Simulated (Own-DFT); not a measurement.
# One host, several defects: zincblende GaAs

Everything here is calculated. The program is Own-DFT (plane waves, in-house, since retired, never reviewed by a person); positions were held fixed, and spin and spin-orbit coupling were off.

All runs used: PBE; PseudoDojo norm-conserving scalar-relativistic files; cutoff 42 hartree; 3 x 3 x 3 k mesh centred on Gamma; Fermi-Dirac smearing of 0.1 eV.

Limits (not all hold for every row): not probed for a lower state with spin; forces not confirmed at this smearing and k mesh; stress not checked against mesh or cutoff.

All runs share one cell, with vectors in Å (10.862, 0.000, 0.000); (0.000, 10.862, 0.000); (0.000, 0.000, 11.796) and a volume of 1391.7 Å³, strained against the parent crystal. The atoms are randomly displaced, by u rms on each axis. The defect's site can differ from row to row.

```
                             cell     formula   u (Å)  P (GPa)
                        no defect    As32Ga32  0.0273     6.66
                        no defect    As32Ga32  0.0315     6.68
                        no defect    As32Ga32  0.0450     6.94
              one P on an As site   As31Ga32P  0.0305     6.39
              one P on an As site   As31Ga32P  0.0467     6.64
              one P on an As site   As31Ga32P  0.0543     6.70
              one In on a Ga site  As32Ga31In  0.0280     7.43
              one In on a Ga site  As32Ga31In  0.0294     7.38
              one In on a Ga site  As32Ga31In  0.0302     7.46
one As vacancy and one Ga vacancy    As31Ga31  0.0275     5.88
one As vacancy and one Ga vacancy    As31Ga31  0.0318     6.07
one As vacancy and one Ga vacancy    As31Ga31  0.0504        ?
one As vacancy and one Ga vacancy    As31Ga31  0.0563     6.37
              one Al on a Ga site  AlAs32Ga31  0.0280     6.62
              one Al on a Ga site  AlAs32Ga31  0.0466     7.08
              one Al on a Ga site  AlAs32Ga31  0.0467     6.89
```

## Working it out

P = P0 + c u² + a shift for each defect gives P0 = 6.52 GPa, c = 194 ± 25 GPa/Å² and a scatter of 0.07 GPa. The shifts, and each times the cell's volume:

- one In on a Ga site: 0.74 ± 0.06 GPa, 6.4 eV
- one Al on a Ga site: 0.02 ± 0.06 GPa, 0.1 eV (not resolved)
- one P on an As site: -0.33 ± 0.06 GPa, -2.9 eV
- one As vacancy and one Ga vacancy: -0.73 ± 0.06 GPa, -6.3 eV

A positive shift means that the defect pushes the cell outwards. Shift times volume (160.2 GPa Å³ is 1 eV) depends little on the cell's size, so, taken for each site, it can be compared between cells at like pressure. The atoms around the defects weren't relaxed, which would change these numbers.

## Withheld run

Q: what pressure belongs in the blank (one As vacancy and one Ga vacancy, u = 0.0504 Å)?

Estimate: 6.28 ± 0.08 GPa. The run itself gave 6.32 GPa.
